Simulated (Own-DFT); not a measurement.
## Calculated data, Al$_{3}$GaN$_{4}$ (wurtzite random alloy, strained, atoms displaced)

A calculation, not a measurement: plane-wave PBE density functional theory by an unreviewed code, no spin, of a simulated periodic cell, stress positive in tension, free energy of the whole cell less one offset for each atom, forces on such cells passed a denser k mesh, this cell's mesh not checked; offsets are fitted by least squares, one for each functional and potential file, so energies compare only between cells with the same atoms and settings and are not formation energies; the far tail of each file's local potential was reset to the Coulomb form; each entry is a single point on an unrelaxed cell, so the pressure reflects the starting lattice, mostly measured values, from which strain is counted, and rises with the displacements; printed positions are rounded, which can move forces by about a meV/angstrom; the program is a retired in-house code; no spin-orbit coupling. Program: Own-DFT development build.

Common to all runs: functional PBE; potential files PseudoDojo norm-conserving, scalar-relativistic, standard set with the stringent files for Ga; wave cutoff 96 hartree; occupations Gaussian; smearing width 0.01 eV; k mesh 4 x 4 x 3 centred on Gamma.

(1) Al$_{3}$GaN$_{4}$ (wurtzite random alloy, strained, atoms displaced)

```
Al3GaN4
1.0
      9.5581     0.0000     0.0000
     -4.7791     8.2776     0.0000
      0.0000     0.0000    10.0655
Al Ga N Al Ga N Ga Al N Al N Al N Ga N Al N Al N Al Ga N Al Ga N Al Ga N Al N Al Ga N Al N Al N Al N Al N Al N
1 1 2 1 1 2 1 1 2 2 2 2 2 2 2 2 2 2 2 1 1 2 1 1 2 1 1 2 2 2 1 1 2 2 2 2 2 2 2 2 2 2 2
Direct
  0.09427 0.20362 0.99329
  0.21500 0.10557 0.24910
  0.11937 0.22507 0.19291
  0.22020 0.11194 0.43267
  0.11658 0.22810 0.49018
  0.22682 0.11579 0.75038
  0.12143 0.22551 0.69148
  0.22460 0.11334 0.94080
  0.11365 0.55712 0.99951
  0.22908 0.44265 0.24091
  0.11518 0.55992 0.18771
  0.22885 0.44793 0.44098
  0.09859 0.55394 0.48794
  0.21600 0.45113 0.74473
  0.10110 0.54469 0.69048
  0.22942 0.44053 0.93922
  0.11581 0.89667 0.99641
  0.21066 0.78120 0.25922
  0.11564 0.89095 0.18850
  0.22139 0.77757 0.45070
  0.12685 0.89582 0.50289
  0.22009 0.78445 0.74876
  0.11356 0.89720 0.68709
  0.23482 0.78587 0.93910
  0.44096 0.21180 0.00065
  0.56292 0.11569 0.24468
  0.43671 0.21375 0.18930
  0.54453 0.10083 0.43211
  0.43272 0.21325 0.49683
  0.55797 0.10818 0.73893
  0.44528 0.22074 0.68920
  0.56168 0.10753 0.93443
  0.44233 0.54751 0.00003
  0.55020 0.45171 0.25353
  0.45618 0.56333 0.19834
  0.55032 0.43864 0.44183
  0.43465 0.54668 0.50384
  0.55435 0.45095 0.75695
  0.44706 0.54691 0.69052
  0.55195 0.44617 0.94256
  0.44063 0.88871 0.00802
  0.55624 0.77521 0.24956
  0.45546 0.88996 0.18957
  0.55259 0.77907 0.44657
  0.44051 0.88378 0.49457
  0.56459 0.78174 0.75260
  0.43378 0.89260 0.69129
  0.55600 0.77420 0.93744
  0.77803 0.22040 0.00370
  0.89769 0.11646 0.25674
  0.76943 0.21760 0.19576
  0.90076 0.11518 0.44171
  0.78640 0.22921 0.50660
  0.87847 0.10647 0.75093
  0.77533 0.22014 0.68648
  0.88758 0.10216 0.93989
  0.78654 0.56486 0.00341
  0.88722 0.44228 0.24818
  0.78075 0.55992 0.19909
  0.88806 0.45278 0.43911
  0.78913 0.56570 0.49873
  0.88746 0.43459 0.75528
  0.77376 0.55087 0.70093
  0.89552 0.44432 0.93511
  0.78095 0.89185 0.99556
  0.89298 0.76926 0.25310
  0.77524 0.87829 0.19299
  0.89064 0.77550 0.42832
  0.78240 0.89364 0.50163
  0.89655 0.78250 0.74392
  0.78351 0.89516 0.69076
  0.89341 0.77716 0.94029
```

- free energy of cell above offsets: -22.006 eV
- pressure: -0.18 GPa
- stress xx: 1.6 GPa
- stress yy: 2.8 GPa
- stress zz: -3.87 GPa
- stress yz: 0.19 GPa
- stress xz: -0.87 GPa
- stress xy: -0.12 GPa

Force:
| element | x (eV/Å) | y (eV/Å) | z (eV/Å) |
| --- | --- | --- | --- |
| Al | 2.288 | 2.763 | 0.699 |
| Ga | 1.225 | 0.438 | -0.748 |
| N | -1.484 | 0.397 | -1.698 |
| N | -0.139 | 0.336 | 1.949 |
| Al | 0.621 | -0.103 | 1.843 |
| Ga | 0.238 | 0.516 | -0.109 |
| N | -2.703 | 0.363 | -0.903 |
| N | -0.358 | -0.623 | 0.899 |
| Ga | 0.958 | 0.322 | -0.876 |
| Al | -0.435 | 1.158 | 0.899 |
| N | -0.287 | -0.481 | 2.2 |
| N | -2.04 | -0.368 | -1.205 |
| Al | 2.377 | 0.109 | 1.889 |
| Al | 2.403 | -1.175 | 0.756 |
| N | -0.7 | 0.995 | -1.198 |
| N | -1.276 | -0.73 | 0.156 |
| Al | 0.531 | -1.096 | 0.247 |
| Al | 2.492 | -0.24 | -1.117 |
| N | -0.802 | -1.455 | -0.456 |
| N | 0.686 | -1.226 | -1.989 |
| Ga | -2.308 | 0.249 | -0.826 |
| Ga | 0.334 | -1.293 | 0.223 |
| N | -0.793 | -1.029 | 0.999 |
| N | -1.829 | -0.163 | 0.801 |
| Al | 0.395 | 1.358 | -0.367 |
| Al | -2.177 | -1.597 | 0.991 |
| N | 1.218 | 0.67 | -0.542 |
| N | 0.759 | 1.116 | 1.276 |
| Al | 1.48 | 1.199 | 0.08 |
| Al | -1.506 | 0.268 | 1.117 |
| N | 0.882 | -0.132 | -0.556 |
| N | -0.456 | 0.416 | 0.666 |
| Al | -0.057 | 1.296 | 0.092 |
| Ga | 2.436 | -2.063 | 0.278 |
| N | -2.933 | -1.531 | -2.623 |
| N | 0.327 | 0.449 | 1.197 |
| Al | 1.826 | 1.312 | -0.049 |
| Ga | 1.177 | -1.707 | -0.655 |
| N | -3.058 | 2.387 | -0.446 |
| N | 1.717 | -0.795 | 2.004 |
| Al | 1.743 | 0.112 | -1.554 |
| Ga | 0.17 | 1.389 | 1.054 |
| N | -2.442 | 0.408 | 0.655 |
| N | 1.014 | -0.459 | 0.601 |
| Al | 0.539 | 0.798 | 0.955 |
| Al | -1.471 | -1.039 | -0.815 |
| N | 2.849 | -0.292 | -1.335 |
| N | 0.04 | 0.296 | 0.853 |
| Al | -0.274 | -0.04 | -0.492 |
| Ga | -0.635 | -1.418 | -1.471 |
| N | 1.961 | 1.888 | -1.213 |
| N | -1.474 | 0.08 | 1.638 |
| Al | -0.942 | -0.784 | -2.318 |
| Al | 1.837 | 1.135 | -0.585 |
| N | 0.615 | -0.127 | 1.048 |
| N | -1.607 | 0.886 | -0.32 |
| Al | -0.661 | -1.322 | -0.364 |
| Al | -0.184 | 0.247 | -0.154 |
| N | 1.01 | -1.208 | -1.749 |
| N | 0.374 | -1.62 | -0.361 |
| Al | -2.115 | -1.245 | 0.83 |
| Al | -0.989 | 1.161 | -1.307 |
| N | 1.814 | 1.428 | -1.713 |
| N | -1.253 | -0.881 | 2.028 |
| Al | -0.368 | -2.183 | 1.277 |
| Al | -1.114 | 1.739 | -2.017 |
| N | 1.489 | 1.408 | -0.926 |
| N | -0.304 | 0.775 | 3.497 |
| Al | -0.222 | -0.793 | -1.024 |
| Al | -0.535 | -0.949 | 0.938 |
| N | 0.065 | -0.742 | -0.124 |
| N | 0.042 | 1.039 | -0.428 |

(2) Al$_{3}$GaN$_{4}$ (wurtzite random alloy, strained, atoms displaced)

```
Al3GaN4
1.0
      9.5581     0.0000     0.0000
     -4.7791     8.2776     0.0000
      0.0000     0.0000    10.0655
Al N Al Ga N Al Ga N Al N Al N Ga Al N Al N Ga N Al N Al N Al N Al N Al Ga N Al N Ga Al N Al N Al N Ga N
2 2 1 1 2 1 1 2 2 2 2 2 1 1 2 2 2 2 2 2 2 2 2 2 2 2 2 1 1 2 2 2 1 1 2 2 2 2 2 2 2
Direct
  0.11334 0.21615 0.01071
  0.22193 0.09302 0.25273
  0.11599 0.23111 0.18501
  0.22425 0.11395 0.44838
  0.10563 0.22140 0.49640
  0.22206 0.11056 0.74991
  0.09807 0.21771 0.69050
  0.22571 0.11380 0.94223
  0.11357 0.55119 0.99548
  0.22339 0.44057 0.25419
  0.09909 0.54347 0.18938
  0.23206 0.44410 0.43869
  0.10516 0.54297 0.50434
  0.22429 0.45123 0.75211
  0.11369 0.56172 0.69511
  0.21983 0.44805 0.94643
  0.11971 0.88364 0.00301
  0.22219 0.77701 0.25440
  0.11173 0.89125 0.19573
  0.22196 0.78740 0.43363
  0.12032 0.88678 0.49871
  0.21749 0.77815 0.74701
  0.10388 0.88464 0.69304
  0.22519 0.78540 0.93566
  0.44185 0.22359 0.99748
  0.55217 0.10454 0.24072
  0.45297 0.22183 0.17815
  0.55929 0.10694 0.44464
  0.44714 0.21500 0.50715
  0.55876 0.10881 0.74681
  0.44807 0.22549 0.68473
  0.55563 0.10931 0.93088
  0.44495 0.55823 0.99211
  0.55630 0.45070 0.24430
  0.44154 0.54999 0.18799
  0.55576 0.44699 0.43141
  0.45034 0.54447 0.49784
  0.56153 0.44357 0.75128
  0.44489 0.55505 0.68939
  0.55574 0.44492 0.94068
  0.44463 0.88910 0.99529
  0.55451 0.77977 0.24610
  0.44401 0.87891 0.19122
  0.55401 0.78429 0.43933
  0.44263 0.89441 0.50159
  0.56615 0.77153 0.74753
  0.44490 0.88265 0.67974
  0.55512 0.77346 0.94511
  0.79228 0.22659 0.99980
  0.89519 0.10863 0.25369
  0.79056 0.22764 0.19508
  0.89257 0.11160 0.44217
  0.78601 0.23251 0.49745
  0.88857 0.10503 0.74473
  0.77054 0.21658 0.68609
  0.87868 0.11511 0.94250
  0.77951 0.55289 0.00033
  0.89227 0.44415 0.24955
  0.78348 0.55381 0.18328
  0.88844 0.44860 0.43740
  0.77734 0.55682 0.49229
  0.88593 0.43375 0.74970
  0.77664 0.55336 0.69328
  0.89325 0.44815 0.93268
  0.76550 0.88068 0.00505
  0.88941 0.78327 0.24476
  0.77493 0.87739 0.19632
  0.88988 0.78819 0.43916
  0.78096 0.89242 0.49649
  0.88448 0.77137 0.74961
  0.77413 0.88126 0.69187
  0.89445 0.77682 0.94504
```

- free energy of cell above offsets: -22.815 eV
- pressure: -0.27 GPa
- stress xx: 1.52 GPa
- stress yy: 3.82 GPa
- stress zz: -4.55 GPa
- stress yz: -0.7 GPa
- stress xz: 0.98 GPa
- stress xy: 0.56 GPa

Force:
| element | x (eV/Å) | y (eV/Å) | z (eV/Å) |
| --- | --- | --- | --- |
| Al | -0.988 | 0.532 | -3.018 |
| Al | -0.161 | 3.807 | 0.466 |
| N | 1.26 | -2.604 | 2.139 |
| N | -0.526 | 0.045 | -1.66 |
| Al | 1.556 | 0.115 | 0.891 |
| Ga | -0.433 | 0.133 | -0.282 |
| N | 1.068 | 1.566 | -0.462 |
| N | -0.426 | -0.664 | 0.728 |
| Al | -1.452 | 0.999 | 0.789 |
| Ga | -0.355 | 1.053 | -1.34 |
| N | 1.029 | 2.293 | -0.26 |
| N | -1.486 | -0.328 | 2.228 |
| Al | 0.575 | 1.619 | -0.637 |
| Al | 0.183 | -0.96 | 0.048 |
| N | -0.16 | -1.321 | -0.919 |
| N | 1.531 | -0.963 | -1.346 |
| Al | -1.892 | 0.932 | -0.31 |
| Al | 0.106 | -1.067 | -1.617 |
| N | 0.568 | -1.727 | -1.199 |
| N | 2.656 | -2.371 | 0.906 |
| Ga | -3.02 | 0.915 | 0.935 |
| Al | 0.862 | 0.719 | 0.028 |
| N | 1.403 | 0.239 | -0.226 |
| N | 1.142 | -1.304 | 0.537 |
| Al | 1.125 | -0.071 | -0.956 |
| Al | 0.959 | 0.846 | 1 |
| N | -0.822 | -0.453 | 2.161 |
| N | 0.272 | 0.808 | -1.666 |
| Ga | -0.21 | 0.799 | -2.895 |
| Ga | -0.886 | -0.97 | -0.586 |
| N | -0.299 | 0.445 | 2.994 |
| N | 0.064 | 0.333 | 2.851 |
| Al | -0.036 | -1.196 | 1.277 |
| Al | 0.934 | -0.968 | -0.502 |
| N | 0.505 | 1.39 | -0.644 |
| N | 1.475 | -0.318 | 0.363 |
| Al | -1.593 | 2.187 | 0.229 |
| Al | -0.782 | -0.09 | -0.135 |
| N | 0.505 | -0.783 | 0.33 |
| N | -0.742 | -0.366 | -0.583 |
| Al | 0.095 | 0.171 | -0.053 |
| Al | 0.708 | -1.449 | 1.346 |
| N | -1.417 | 1.186 | -1.088 |
| N | -0.014 | -1.275 | -0.353 |
| Al | 1.097 | -1.123 | -1.386 |
| Al | -2.401 | 0.23 | -0.038 |
| N | -0.464 | -0.615 | 2.46 |
| N | -0.58 | 0.474 | -1.18 |
| Al | -2.878 | 0.913 | 0.656 |
| Ga | -0.46 | 0.095 | -0.966 |
| N | -1.605 | -0.993 | -0.797 |
| N | -0.667 | 1.545 | 0.491 |
| Al | -0.704 | -1.672 | -0.255 |
| Al | -1.364 | -0.184 | 1.212 |
| N | 2.36 | 1.209 | -0.521 |
| N | 3.449 | -2.179 | -0.815 |
| Ga | 0.059 | 0.125 | -1.14 |
| Al | -0.943 | -0.135 | -0.385 |
| N | -0.633 | 0.371 | 2.884 |
| N | 0.662 | -0.035 | 0.715 |
| Al | -0.414 | 0.733 | 0.689 |
| Al | -0.469 | 0.954 | -0.476 |
| N | 0.509 | -1.337 | -1.491 |
| N | 0.886 | -1.019 | 0.803 |
| Al | 1.794 | 1.18 | -0.444 |
| Al | 1.146 | -1.652 | 0.868 |
| N | -1.181 | 1.064 | -1.335 |
| N | 1.516 | -2.058 | -0.909 |
| Ga | -1.309 | -0.736 | 0.466 |
| Ga | 0.315 | 0.348 | 0.721 |
| N | 0.111 | 1.396 | 0.178 |
| N | -0.712 | 1.213 | 0.486 |

(3) Al$_{3}$GaN$_{4}$ (wurtzite random alloy, strained, atoms displaced)

```
Al3GaN4
1.0
      9.5581     0.0000     0.0000
     -4.7791     8.2776     0.0000
      0.0000     0.0000    10.0655
Al Ga N Al N Ga Al N Ga Al N Al N Ga Al N Ga Al N Al N Ga Al N Al N Al N Ga Al N Al N Ga Al N Al N Ga Al N Al N Al N
1 1 2 2 2 1 1 2 1 1 2 2 2 1 1 2 1 1 2 2 2 1 1 2 2 2 2 2 1 1 2 2 2 1 1 2 2 2 1 1 2 2 2 2 2
Direct
  0.10497 0.22695 0.99510
  0.23267 0.10940 0.24496
  0.10967 0.22324 0.18674
  0.22420 0.11176 0.43881
  0.10676 0.21504 0.49787
  0.22229 0.11981 0.74842
  0.11837 0.22993 0.69426
  0.21495 0.11618 0.94282
  0.10910 0.54983 0.99621
  0.22903 0.44746 0.25114
  0.11798 0.55840 0.18572
  0.22015 0.44831 0.43550
  0.12473 0.56309 0.50726
  0.21724 0.44070 0.74954
  0.11980 0.55486 0.69704
  0.22112 0.44750 0.95191
  0.10823 0.88358 0.00095
  0.23076 0.78473 0.25307
  0.10877 0.88585 0.19393
  0.21287 0.77545 0.44396
  0.11382 0.89900 0.50290
  0.22055 0.77415 0.74343
  0.10714 0.88354 0.68561
  0.22235 0.77818 0.94217
  0.44655 0.22145 0.00009
  0.55087 0.11251 0.25168
  0.43920 0.21852 0.19658
  0.54989 0.10801 0.43790
  0.44726 0.21994 0.49821
  0.56036 0.12244 0.74149
  0.44813 0.22603 0.68822
  0.55611 0.12644 0.93890
  0.43629 0.55068 0.99843
  0.54903 0.44327 0.25562
  0.44054 0.55474 0.19256
  0.56754 0.44703 0.44190
  0.45327 0.57026 0.50882
  0.55765 0.44856 0.75084
  0.45175 0.55816 0.69337
  0.55660 0.44593 0.93788
  0.44399 0.89002 0.99854
  0.56093 0.78468 0.24439
  0.44338 0.88032 0.19326
  0.56041 0.77837 0.44293
  0.45122 0.89829 0.49280
  0.55563 0.78618 0.73990
  0.43550 0.88587 0.69150
  0.55536 0.77706 0.94096
  0.78466 0.22434 0.00068
  0.88466 0.10646 0.25145
  0.77550 0.21989 0.18956
  0.88555 0.10085 0.43707
  0.77563 0.22156 0.50483
  0.89910 0.11624 0.74797
  0.77984 0.22295 0.68772
  0.88965 0.12553 0.94027
  0.78013 0.55696 0.99948
  0.89539 0.44641 0.25177
  0.77338 0.54310 0.19079
  0.88434 0.44233 0.44157
  0.77362 0.55210 0.49537
  0.88825 0.45181 0.74615
  0.78262 0.55418 0.69186
  0.88850 0.44591 0.94523
  0.77348 0.89130 0.00280
  0.89528 0.78453 0.25152
  0.76864 0.89061 0.18538
  0.88748 0.77701 0.43813
  0.78571 0.88998 0.49877
  0.88894 0.77595 0.74638
  0.78328 0.89562 0.68674
  0.88750 0.77030 0.92667
```

- free energy of cell above offsets: -23.461 eV
- pressure: -0.61 GPa
- stress xx: 1.33 GPa
- stress yy: 3.44 GPa
- stress zz: -2.93 GPa
- stress yz: 0.59 GPa
- stress xz: 0.49 GPa
- stress xy: 0.52 GPa

Force:
| element | x (eV/Å) | y (eV/Å) | z (eV/Å) |
| --- | --- | --- | --- |
| Al | 0.979 | -0.259 | 1.474 |
| Ga | -3.657 | -0.445 | 0.371 |
| N | -0.29 | -0.161 | 0.622 |
| N | 0 | 1.517 | 0.774 |
| Al | 0.093 | 1.325 | -0.653 |
| Al | 1.439 | -1.304 | 0.776 |
| N | -0.599 | -0.873 | -1.226 |
| N | 0.279 | -0.972 | -0.766 |
| Ga | -1.011 | 1.535 | 0.833 |
| Al | -1.409 | -0.543 | -0.9 |
| N | -0.471 | 0.132 | 2.11 |
| N | 1.95 | -0.997 | 1.434 |
| Ga | -1.522 | -1.073 | -1.03 |
| Al | 1.443 | 1.294 | 1.166 |
| N | -1.412 | -0.138 | 0.385 |
| N | 0.34 | -1.87 | -3.179 |
| Al | -0.259 | 0.471 | -0.702 |
| Al | -0.895 | -1.93 | -0.391 |
| N | 0.538 | -0.434 | -0.915 |
| N | 1.194 | 1.228 | -1.119 |
| Ga | -0.033 | -1.448 | -1.085 |
| Al | -0.509 | 0.76 | 1.398 |
| N | 0.041 | 0.999 | 2.241 |
| N | -0.015 | 0.897 | -0.888 |
| Ga | -1.957 | 1.082 | 0.225 |
| Al | 1.412 | -0.121 | -1.069 |
| N | 2.452 | 1.694 | -0.472 |
| N | -0.021 | 1.639 | -0.273 |
| Al | -0.876 | 0.947 | 0.168 |
| Al | -0.095 | -1.257 | 1.484 |
| N | -0.731 | 0.076 | -0.22 |
| N | 2.961 | -2.469 | -0.839 |
| Ga | 1.53 | 0.854 | 0.41 |
| Al | 0.853 | 0.506 | -0.942 |
| N | 1.254 | 0.534 | 0.766 |
| N | -3.785 | -1.606 | -0.298 |
| Al | 0.064 | -2.028 | -1.459 |
| Al | 0.634 | -0.251 | -0.102 |
| N | -1.145 | 0.218 | 0.068 |
| N | 0.306 | 0.286 | 0.119 |
| Al | -0.04 | 0.156 | -0.343 |
| Al | -0.446 | -1.916 | 0.983 |
| N | -0.709 | 1.971 | -0.366 |
| N | 0.365 | 0.591 | -0.669 |
| Ga | -0.492 | -2.335 | 1.037 |
| Al | 0.677 | -0.378 | 1.428 |
| N | 1.019 | 1.353 | -0.14 |
| N | -0.365 | 1.276 | -0.787 |
| Al | -2.323 | 0.901 | 0.368 |
| Al | 0.256 | 1.172 | -1.023 |
| N | -0.049 | -0.14 | 0.678 |
| N | 0.399 | 0.919 | 0.631 |
| Ga | 0.572 | 0.174 | -1.965 |
| Al | -1.315 | -0.433 | 0.352 |
| N | 0.292 | 0.253 | 1.937 |
| N | 1.188 | -2.083 | -1.001 |
| Al | -0.409 | -0.454 | 0.245 |
| Al | 0.039 | -0.231 | -0.539 |
| N | -0.595 | 1.576 | 0.089 |
| N | 1.401 | 0.077 | -0.343 |
| Ga | 1.903 | 1.234 | 0.842 |
| Al | 1.397 | -1.023 | 1.106 |
| N | -1.403 | 0.567 | -0.007 |
| N | -0.591 | -0.667 | -1.613 |
| Al | 0.604 | -0.206 | -1.819 |
| Al | -0.816 | -1.509 | -0.483 |
| N | 2.121 | 0.09 | 0.75 |
| N | -0.32 | 0.691 | -0.165 |
| Al | -0.775 | -0.588 | 0.027 |
| Al | -0.197 | 0.149 | -0.767 |
| N | 0.011 | -0.181 | 0.479 |
| N | -0.469 | 1.179 | 2.785 |
